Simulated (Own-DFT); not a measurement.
# Computed records: AlN (wurtzite, atoms displaced)

Computed with Own-DFT development build. A calculation, not a measurement: plane-wave PBE density functional theory by an unreviewed code, no spin, of a simulated periodic cell, stress positive in tension, free energy of the whole cell less one offset for each atom, forces on such cells passed a denser k mesh, this cell's mesh not checked; offsets are fitted by least squares, one for each functional and potential file, so energies compare only between cells with the same atoms and settings and are not formation energies; the far tail of each file's local potential was reset to the Coulomb form; each entry is a single point on an unrelaxed cell, so the pressure reflects the starting lattice, mostly measured values (interpolated for alloys), from which strain is counted, and rises with the displacements; printed positions are rounded, which can move forces by about a meV/angstrom; the program, named Own-DFT, is a retired in-house code; no spin-orbit coupling.

Common to all runs: functional PBE; potential files PseudoDojo norm-conserving, scalar-relativistic, standard set; wave cutoff 42 hartree; occupations Fermi-Dirac; smearing width 0.1 eV; hardware one NVIDIA H100; k mesh 2 x 2 x 2 centred on Gamma.

(1) AlN (wurtzite, atoms displaced)

```
CELL_PARAMETERS angstrom
12.44800 0.00000 0.00000
-6.22400 10.78030 0.00000
0.00000 0.00000 9.96400
ATOMIC_POSITIONS crystal
Al 0.09092 0.17181 0.01794
Al 0.17524 0.09111 0.24297
N 0.08912 0.16108 0.20751
N 0.15772 0.07736 0.43124
Al 0.09157 0.16023 0.51298
Al 0.18326 0.08540 0.75963
N 0.09186 0.17351 0.70319
N 0.16674 0.08900 0.93536
Al 0.08293 0.41892 0.98985
Al 0.15193 0.32340 0.24096
N 0.09745 0.42356 0.19513
N 0.15999 0.32476 0.42105
Al 0.07339 0.40715 0.48844
Al 0.15952 0.33428 0.73997
N 0.08778 0.42512 0.70781
N 0.17149 0.33561 0.94018
Al 0.09540 0.67280 0.98355
Al 0.17871 0.57964 0.23341
N 0.06846 0.66359 0.19794
N 0.16461 0.58029 0.43334
Al 0.08263 0.66859 0.51252
Al 0.17694 0.59677 0.75278
N 0.08389 0.67498 0.68643
N 0.16861 0.59518 0.90878
Al 0.09456 0.92508 0.99722
Al 0.15240 0.84298 0.26017
N 0.09433 0.92565 0.18674
N 0.17489 0.84776 0.44805
Al 0.07619 0.91424 0.48836
Al 0.15812 0.83387 0.75637
N 0.06977 0.92635 0.71290
N 0.16741 0.82356 0.93846
Al 0.33221 0.16473 0.98655
Al 0.41610 0.09981 0.24206
N 0.35499 0.18770 0.19275
N 0.42712 0.08935 0.43244
Al 0.32188 0.15430 0.50075
Al 0.40665 0.08258 0.75334
N 0.33332 0.17638 0.69319
N 0.41674 0.09375 0.92977
Al 0.33304 0.41599 0.01438
Al 0.40382 0.33903 0.26166
N 0.33693 0.41970 0.19842
N 0.42007 0.34791 0.43894
Al 0.33459 0.42799 0.48995
Al 0.40879 0.33449 0.73327
N 0.33144 0.43500 0.70037
N 0.41306 0.33143 0.94388
Al 0.34106 0.67319 0.00812
Al 0.40704 0.57662 0.27569
N 0.32370 0.66802 0.20129
N 0.42195 0.59608 0.44047
Al 0.34226 0.68113 0.47535
Al 0.41082 0.58840 0.75266
N 0.32942 0.67410 0.70082
N 0.42638 0.58187 0.92842
Al 0.32808 0.91342 0.01651
Al 0.40676 0.83441 0.25425
N 0.34403 0.92778 0.20687
N 0.41639 0.84576 0.44962
Al 0.34633 0.91920 0.51150
Al 0.43284 0.83935 0.76049
N 0.32121 0.90570 0.69636
N 0.41072 0.83143 0.92783
Al 0.58672 0.16289 0.99993
Al 0.68450 0.08291 0.26262
N 0.59460 0.17884 0.19000
N 0.67633 0.08862 0.43431
Al 0.57744 0.16425 0.48735
Al 0.68009 0.08413 0.73813
N 0.58017 0.17268 0.67951
N 0.67173 0.08684 0.93163
Al 0.57348 0.41564 0.01254
Al 0.66517 0.32823 0.23918
N 0.58366 0.41005 0.18225
N 0.66265 0.33095 0.43203
Al 0.58734 0.41157 0.49895
Al 0.66514 0.33021 0.74558
N 0.58645 0.41953 0.68332
N 0.66764 0.33773 0.94945
Al 0.59124 0.67896 0.00992
Al 0.66655 0.57884 0.24638
N 0.59343 0.67689 0.20731
N 0.66809 0.57514 0.44445
Al 0.58029 0.65920 0.48352
Al 0.66552 0.58448 0.75354
N 0.58208 0.66281 0.69085
N 0.66073 0.58340 0.94422
Al 0.59464 0.91789 0.99121
Al 0.67476 0.84474 0.23709
N 0.57945 0.91676 0.19224
N 0.66990 0.85359 0.43261
Al 0.59318 0.92615 0.48566
Al 0.66167 0.82017 0.74501
N 0.57922 0.90403 0.69653
N 0.67489 0.84376 0.92625
Al 0.81188 0.14861 0.00086
Al 0.92734 0.09047 0.25496
N 0.82213 0.17896 0.18973
N 0.91075 0.06913 0.44690
Al 0.83442 0.16710 0.49297
Al 0.91747 0.07903 0.75490
N 0.82033 0.16009 0.69430
N 0.92165 0.07824 0.94328
Al 0.83895 0.41907 0.01459
Al 0.92013 0.33605 0.24176
N 0.84442 0.41186 0.19820
N 0.92423 0.33580 0.45727
Al 0.80845 0.41334 0.50028
Al 0.93318 0.33378 0.75729
N 0.81060 0.41360 0.69543
N 0.90590 0.33172 0.92246
Al 0.83950 0.67354 0.98696
Al 0.92761 0.58495 0.24080
N 0.85493 0.68377 0.20549
N 0.91778 0.58958 0.45170
Al 0.82598 0.66082 0.49812
Al 0.91747 0.58038 0.74143
N 0.83302 0.66416 0.68546
N 0.90402 0.58146 0.96366
Al 0.81955 0.91368 0.99196
Al 0.91339 0.83131 0.24448
N 0.83380 0.92331 0.17510
N 0.91433 0.83805 0.44375
Al 0.82716 0.90266 0.50743
Al 0.91764 0.83196 0.75565
N 0.83503 0.91254 0.68698
N 0.90604 0.83730 0.93915
```

* free energy of cell above offsets: -25.864 eV
* pressure: 11.54 GPa
* stress xx: -12.78 GPa
* stress yy: -11.36 GPa
* stress zz: -10.49 GPa
* stress yz: -0.37 GPa
* stress xz: 1.1 GPa
* stress xy: -1.26 GPa
* wall time: 430 s

Force:
```csv
element,x (eV/Å),y (eV/Å),z (eV/Å)
Al,-1.198,-0.692,-3.121
Al,2.732,-1.161,1.191
N,-2.223,1.375,-3.192
N,2.076,0.586,0.839
Al,-3.013,0.761,-0.848
Al,-4.46,-0.187,-1.349
N,-0.135,-1.736,-1.669
N,0.908,-0.396,3.246
Al,-0.132,-0.076,-0.966
Al,2.834,1.429,1.009
N,-2.663,-2.433,-3.262
N,0.601,0.676,3.548
Al,4.729,3.993,1.851
Al,2.237,1.563,2.002
N,0.272,0.41,-2.781
N,-0.952,-0.217,1.62
Al,-3.286,-3.916,3.404
Al,-8.723,-0.662,4.528
N,9.604,5.347,-3.531
N,0.803,0.663,0.336
Al,0.48,-0.068,-4.074
Al,-1.179,-1.072,-9.421
N,0.006,-1.046,3.062
N,0.984,-1.805,13.24
Al,-1.825,-1.696,-0.556
Al,5.162,-3.511,0.929
N,-3.197,1.713,-1.358
N,-0.23,-1.259,-0.075
Al,0.322,0.131,2.312
Al,0.349,0.577,-1.769
N,5.068,0.438,-2.398
N,-1.294,5.077,0.814
Al,-0.22,2.626,1.95
Al,5.125,-2.044,1.683
N,-5.056,-1.342,-1.809
N,-4.073,-1.633,0.372
Al,1.394,1.29,-0.796
Al,2.662,-0.309,-2.623
N,1.124,-2.264,-2.091
N,1.559,-2.568,2.921
Al,0.842,0.726,-3.128
Al,4.662,-0.528,-0.98
N,-3.3,1.298,-0.398
N,-0.08,-1.592,2.007
Al,-1.148,-1.486,2.441
Al,0.815,3.963,2.271
N,0.693,-4.311,-3.417
N,-0.876,0.325,-0.97
Al,0.337,-0.773,-2.602
Al,1.006,1.298,-7.316
N,6.675,3.436,-2.247
N,-0.629,-1.045,3.035
Al,-2.682,-1.641,4.078
Al,0.468,2.073,-1.361
N,3.154,1.22,-2.772
N,-1.465,1.185,5.279
Al,1.183,0.801,-1.823
Al,2.048,1.246,0.593
N,-3.142,-0.047,-2.472
N,4.616,-1.733,-3.164
Al,-5.274,2.32,0.656
Al,-4.293,-1.903,-3.73
N,0.798,2.583,0.159
N,0.778,1.016,6.804
Al,-1.164,2.103,-0.186
Al,-5.296,-1.566,-2.637
N,-0.187,-5.579,-0.839
N,-1.858,0.065,2.608
Al,2.682,1.733,1.693
Al,-8.488,-4.131,2.317
N,0.425,-2.703,0.316
N,-3.441,-3.097,-0.983
Al,1.504,-0.211,-4.727
Al,0.528,3.404,1.017
N,-1.226,1.912,4.735
N,-1.136,-1.38,-1.502
Al,-1.846,0.33,0.313
Al,-3.816,-1.215,3.413
N,-1.375,-0.824,0.989
N,0.059,-0.894,-0.396
Al,-0.025,-1.988,-1.079
Al,1.614,0.513,0.207
N,-1.291,-1.617,-1.2
N,-2.002,0.567,-1.939
Al,1.964,2.509,2.236
Al,0.461,-1.032,-0.358
N,-0.623,-0.655,-1.785
N,0.677,0.99,0.692
Al,-3.641,0.586,0.658
Al,-0.525,-0.342,2.486
N,0.311,0.185,-1.171
N,3.383,-4.146,-0.85
Al,-2.754,-0.291,2.951
Al,0.642,1.871,-1.298
N,2.252,3.465,-2.384
N,-2.389,-3.071,1.082
Al,5.241,4.256,0.544
Al,-1.815,-2.314,0.663
N,5.606,-0.374,-1.719
N,0.393,2.414,-0.618
Al,1.665,0.156,2.099
Al,-0.045,0.082,-0.857
N,8.885,4.677,-2.876
N,-1.454,1.669,0.808
Al,-1.741,-1.045,-2.574
Al,2.306,0.117,2.863
N,-3.602,2.359,-0.357
N,-5.576,-2.666,-2.844
Al,5.082,2.309,1.684
Al,-4.045,-1.392,-4.202
N,6.237,2.783,-2.517
N,1.34,-0.011,6.502
Al,-2.778,0.19,2.225
Al,-6.7,-3.589,3.508
N,-1.785,-6.024,-2.467
N,0.453,-1.675,-1.256
Al,1.46,1.691,0.2
Al,-1.489,-0.829,0.686
N,-0.391,0.946,1.659
N,4.514,0.013,-2.91
Al,4.685,2.211,0.814
Al,-0.808,4.811,1.235
N,0.743,0.55,1.757
N,0.959,-2.025,-1.727
Al,-1.669,2.15,-0.878
Al,-2.85,-1.59,-0.486
N,-1.109,-0.055,1.772
N,2.513,-0.278,0.784
```

(2) AlN (wurtzite, atoms displaced)

```
CELL_PARAMETERS angstrom
12.44800 0.00000 0.00000
-6.22400 10.78030 0.00000
0.00000 0.00000 9.96400
ATOMIC_POSITIONS crystal
Al 0.10759 0.17965 0.98295
Al 0.17437 0.08119 0.23257
N 0.08072 0.17437 0.19611
N 0.16705 0.07948 0.44240
Al 0.09263 0.17199 0.50963
Al 0.16953 0.08372 0.75997
N 0.08407 0.15889 0.69540
N 0.15484 0.07821 0.94926
Al 0.08178 0.40519 0.00181
Al 0.18009 0.34109 0.24595
N 0.08820 0.41239 0.19487
N 0.15386 0.32555 0.42288
Al 0.08341 0.41939 0.50035
Al 0.16872 0.33381 0.73271
N 0.06771 0.40050 0.69031
N 0.17389 0.34379 0.93596
Al 0.07143 0.66811 0.00795
Al 0.18132 0.59520 0.24513
N 0.08876 0.67393 0.17851
N 0.16729 0.57898 0.44526
Al 0.09781 0.67199 0.49461
Al 0.17683 0.59287 0.75703
N 0.08525 0.67963 0.69255
N 0.15547 0.57790 0.94159
Al 0.06200 0.90500 0.99758
Al 0.17036 0.82759 0.26335
N 0.06828 0.90210 0.19108
N 0.17462 0.83558 0.46465
Al 0.07613 0.90874 0.50046
Al 0.16487 0.82614 0.75022
N 0.07822 0.90197 0.68697
N 0.18547 0.83766 0.95227
Al 0.34127 0.17167 0.02979
Al 0.41353 0.09739 0.24923
N 0.34001 0.17396 0.20090
N 0.40325 0.08384 0.42872
Al 0.33144 0.16162 0.51078
Al 0.40512 0.06483 0.75966
N 0.32975 0.16176 0.69045
N 0.43570 0.09114 0.94639
Al 0.32538 0.43663 0.99549
Al 0.40713 0.31845 0.26529
N 0.34044 0.42827 0.19428
N 0.41458 0.33212 0.44577
Al 0.33780 0.41043 0.49027
Al 0.41309 0.34899 0.76731
N 0.34171 0.40891 0.67902
N 0.40337 0.33483 0.94912
Al 0.34065 0.67497 0.01017
Al 0.41539 0.58677 0.25485
N 0.32726 0.66707 0.21663
N 0.41840 0.58088 0.45191
Al 0.32307 0.66297 0.48571
Al 0.40662 0.58963 0.74765
N 0.33486 0.66157 0.69868
N 0.41082 0.57533 0.93995
Al 0.32860 0.90661 0.99498
Al 0.42309 0.84198 0.25562
N 0.33035 0.92890 0.18548
N 0.42391 0.83396 0.44148
Al 0.33190 0.92164 0.50497
Al 0.41203 0.81952 0.75101
N 0.34139 0.91355 0.68878
N 0.42501 0.83448 0.93132
Al 0.57398 0.14995 0.01236
Al 0.67222 0.08419 0.24689
N 0.58126 0.17236 0.17412
N 0.66931 0.07727 0.43176
Al 0.58783 0.15128 0.48663
Al 0.65419 0.08457 0.75753
N 0.58527 0.17459 0.68234
N 0.68059 0.10054 0.95347
Al 0.56594 0.41466 0.00491
Al 0.66448 0.32736 0.26229
N 0.58137 0.42387 0.17893
N 0.66170 0.32540 0.44222
Al 0.58428 0.41623 0.48135
Al 0.66316 0.32955 0.73942
N 0.56613 0.40629 0.68239
N 0.66545 0.33666 0.94606
Al 0.57867 0.66588 0.00485
Al 0.64930 0.58138 0.26452
N 0.57946 0.65307 0.17079
N 0.66148 0.59461 0.42532
Al 0.56898 0.63889 0.49460
Al 0.68091 0.58639 0.75425
N 0.57917 0.67479 0.69712
N 0.66534 0.57684 0.94536
Al 0.59302 0.92602 0.01324
Al 0.66588 0.83196 0.25027
N 0.58351 0.91913 0.22702
N 0.66068 0.83480 0.44689
Al 0.59132 0.93023 0.49365
Al 0.65181 0.81674 0.75365
N 0.56296 0.91149 0.68338
N 0.66731 0.83436 0.91021
Al 0.83249 0.17011 0.98698
Al 0.91664 0.08634 0.25555
N 0.83456 0.17004 0.20476
N 0.90554 0.08170 0.44855
Al 0.84187 0.16356 0.48778
Al 0.92044 0.09389 0.74401
N 0.82636 0.16305 0.68294
N 0.92435 0.07532 0.93331
Al 0.85384 0.41950 0.02152
Al 0.90985 0.32568 0.24480
N 0.83470 0.41437 0.18206
N 0.92926 0.34835 0.44989
Al 0.82750 0.40291 0.49960
Al 0.91683 0.34288 0.76323
N 0.83672 0.41302 0.69302
N 0.91115 0.33966 0.96150
Al 0.83425 0.67903 0.98052
Al 0.91988 0.59439 0.23367
N 0.84396 0.68521 0.17820
N 0.90225 0.58404 0.43640
Al 0.83450 0.67770 0.51397
Al 0.91306 0.58701 0.73032
N 0.83013 0.66641 0.70181
N 0.90711 0.57095 0.93896
Al 0.83041 0.92227 0.98899
Al 0.92657 0.83720 0.24994
N 0.85117 0.92689 0.18480
N 0.91186 0.83870 0.42667
Al 0.81601 0.90225 0.49779
Al 0.90029 0.81904 0.77118
N 0.82876 0.91660 0.67880
N 0.90907 0.83006 0.95137
```

- free energy of cell above offsets: -18.426 eV
- pressure: 12.47 GPa
- stress xx: -13.7 GPa
- stress yy: -11.28 GPa
- stress zz: -12.42 GPa
- stress yz: -1.25 GPa
- stress xz: -0.06 GPa
- stress xy: -0.67 GPa
- wall time: 417.1 s

Force:
```csv
element,x (eV/Å),y (eV/Å),z (eV/Å)
Al,-5.57,0.551,3.123
Al,-4.302,-1.328,2.593
N,2.934,-0.461,-2.002
N,-0.112,0.102,-0.753
Al,-0.985,-2.078,-2.419
Al,0.593,-1.74,-1.352
N,-0.016,1.946,-0.02
N,5.167,-2.254,-0.201
Al,-1.637,2.162,1.092
Al,-1.915,-1.607,-0.489
N,-1.305,1.818,-0.927
N,1.861,1.458,4.368
Al,1.352,-1.35,0.323
Al,0.211,-0.022,1.146
N,2.486,2.759,0.039
N,-0.745,-1.783,-1.992
Al,1.46,-0.353,-4.556
Al,-7.683,-6.239,0.88
N,1.053,-0.859,5.044
N,-1.503,0.705,-1.557
Al,-3.085,-1.788,1.884
Al,-2.746,-1.981,-0.071
N,1.394,-5.403,-1.751
N,1.538,0.923,1.201
Al,4.617,2.474,1.835
Al,-1.268,1.951,-1.323
N,6.835,4.247,-1.627
N,-1.847,-0.924,-3.902
Al,-0.722,1.551,0.15
Al,0.385,4.182,1.409
N,-1.437,1.029,2.463
N,-8.495,-3.741,-3.746
Al,0.207,0.056,-7.156
Al,4.875,-3.633,0.325
N,-2.666,-1.485,-0.659
N,3.103,-0.468,1.598
Al,-0.981,0.477,-0.426
Al,0.296,4.227,-0.66
N,0.364,-0.204,2.595
N,-6.75,-4.256,-1.884
Al,2.789,-6.688,3.907
Al,-0.074,6.478,-1.252
N,0.526,-1.206,-0.475
N,1.915,-1.571,-1.229
Al,-3.391,0.637,1.083
Al,4.58,-3.744,-0.271
N,-6.031,2.861,-0.778
N,-0.725,-0.561,0.809
Al,-1.312,-1.482,-0.957
Al,1.214,-0.273,0.443
N,6.669,4.576,-3.717
N,-3.601,-1.347,-2.504
Al,4.061,2.221,2.008
Al,7.027,-3.768,1.001
N,-5.174,1.409,-3.304
N,-0.224,7.759,-1.681
Al,5.237,4.682,2.493
Al,-3.014,-0.255,0.905
N,1.666,-1.243,1.018
N,-2.559,-0.112,0.181
Al,2.997,0.824,-0.347
Al,-0.39,2.45,-1.355
N,-1.709,-1.499,1.014
N,0.061,0.03,3.753
Al,3.485,6.024,-4.418
Al,-1.381,1.504,0.044
N,0.411,-0.587,8.731
N,0.401,3.614,-0.734
Al,-3.54,1.747,2.386
Al,1.603,-0.549,-1.643
N,-0.2,-3.62,-0.728
N,-2.88,-4.873,-1.335
Al,3.781,-0.288,-2.355
Al,-0.039,1.833,-4.597
N,0.098,-1.741,6.069
N,0.451,-0.191,0.005
Al,-0.464,-0.188,2.86
Al,-0.909,1.743,3.21
N,2.318,2.71,-0.455
N,-0.105,-0.94,-0.861
Al,1.427,-0.2,-6.124
Al,3.565,-0.562,-8.923
N,-2.806,2.964,5.859
N,4.871,-2.405,6.093
Al,-1.999,6.519,5.073
Al,-6.281,-4.182,1.351
N,1.146,-7.302,-2.836
N,-1.378,2.026,-1.588
Al,0.073,-0.7,-1.856
Al,2.284,-0.09,1.136
N,1.388,-0.481,-5.314
N,-0.257,-2.747,-2.282
Al,-0.134,-4.851,2.504
Al,-0.38,6.632,-8.537
N,2.935,1.854,0.732
N,-0.244,1.057,12.68
Al,4.707,0.991,2.175
Al,1.28,-0.039,0.157
N,0.088,-2.204,-2.365
N,6.222,-3.012,-1.939
Al,-5.1,4.064,2.967
Al,-0.824,-2.709,-0.411
N,-0.49,0.947,1.809
N,-1.455,3.999,-0.429
Al,-8.626,2.633,-5.504
Al,1.714,3.993,1.822
N,-1.027,0.504,8.287
N,-1.906,-3.521,-2.93
Al,-0.189,2.541,0.687
Al,-0.038,-2.435,-0.269
N,-2.511,1.704,-1.614
N,7.236,-4.314,-4.45
Al,0.612,-7.853,4.913
Al,-1.523,-1.133,1.42
N,-0.587,-3.004,0.091
N,1.632,0.126,0.82
Al,0.19,-0.082,-3.345
Al,3.144,-2.345,2.485
N,1.161,0.987,-2.25
N,0.139,3.449,-0.746
Al,0.1,-1.063,1.716
Al,-5.304,-1.866,0.246
N,-3.307,-1.109,-0.405
N,0.931,-1.223,3.496
Al,1.675,2.734,0.173
Al,0.234,5.027,-4.144
N,0.723,-1.228,3.062
N,-1.642,2.867,-3.012
```
